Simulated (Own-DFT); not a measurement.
# Around an empty site: 2H SiC, 71 atoms (C35Si36), with one C vacancy

All numbers below are calculated, not measured. The program, named Own-DFT, is a retired in-house plane-wave density functional code that no person has reviewed. Each row is one single-point run on a periodic cell that was not relaxed, without spin or spin-orbit coupling.

Settings of every run: PBE; PseudoDojo norm-conserving scalar-relativistic files; cutoff 42 hartree; 4 x 4 x 3 k mesh centred on Gamma; Fermi-Dirac smearing of 0.1 eV.

Known limits: not probed for a lower state with spin; forces on such cells moved up to 12 meV/angstrom on a denser k mesh; stress not checked against mesh or cutoff.

Cell vectors in Å: (9.248, 0.000, 0.000); (-4.624, 8.009, 0.000); (0.000, 0.000, 10.068). Every atom was also moved at random, by a Gaussian of width 0.03 Å on each axis. The defect's site can differ from row to row. The empty site has 4 nearest neighbours, all Si. For each, d is its distance from the empty site and R the part of its force along the line away from it, positive outwards. The last column is the rms force component on atoms over 4.5 Å away.

| run | d1 (Å) | d2 (Å) | d3 (Å) | d4 (Å) | R1 (eV/Å) | R2 (eV/Å) | R3 (eV/Å) | R4 (eV/Å) | far F (eV/Å) |
|---|---|---|---|---|---|---|---|---|---|
| 1 | 1.862 | 1.903 | 1.916 | 1.931 | -0.13 | -0.60 | -0.55 | -1.14 | 0.96 |
| 2 | 1.869 | 1.882 | 1.886 | 1.899 | -0.03 | -0.48 | -0.49 | -0.31 | 0.87 |
| 3 | 1.886 | 1.897 | 1.920 | 1.944 | -0.83 | -0.72 | -1.01 | -1.22 | 0.75 |
| 4 | 1.873 | 1.875 | 1.897 | 1.905 | -0.09 | -0.31 | -0.52 | -0.54 | 0.95 |
| 5 | 1.851 | 1.862 | 1.911 | 1.921 | -0.47 | -0.08 | -0.44 | -0.68 | 0.90 |
| 6 | 1.868 | 1.900 | 1.922 | 1.923 | -0.58 | -0.24 | -0.99 | -0.92 | 0.95 |
| 7 | 1.859 | 1.864 | 1.900 | 1.917 | -0.25 | -0.04 | -0.96 | -0.56 | 0.86 |
| 8 | 1.857 | 1.862 | 1.867 | 1.881 | -0.06 | 0.01 | -0.15 | -0.56 | 0.83 |
| 9 | 1.835 | 1.878 | 1.902 | 1.953 | ? | ? | ? | ? | ? |

## Worked fit

A straight line through the 32 neighbours shown gives R = -0.50 - 10.9 (d - 1.891) eV/Å, with a scatter of 0.21 left by the moves of the other atoms. The slope, with an error of 1.5, is the pull back towards the neighbour's own site. The constant, -0.50 ± 0.04 eV/Å, is the force at the mean distance: with one bond gone, the neighbours are pushed inwards, towards the empty site. It shows how a relaxation would start, not where it would end, and it depends somewhat on the width of the random moves.

## Withheld run

Question: what mean R should the neighbours of run 9 feel? Their mean d is 1.892 Å.

The line gives -0.51 ± 0.10 eV/Å, by the scatter of the means of the runs shown. The calculation gave R = -0.23, -0.14, -0.68, -1.05, a mean of -0.52 eV/Å.
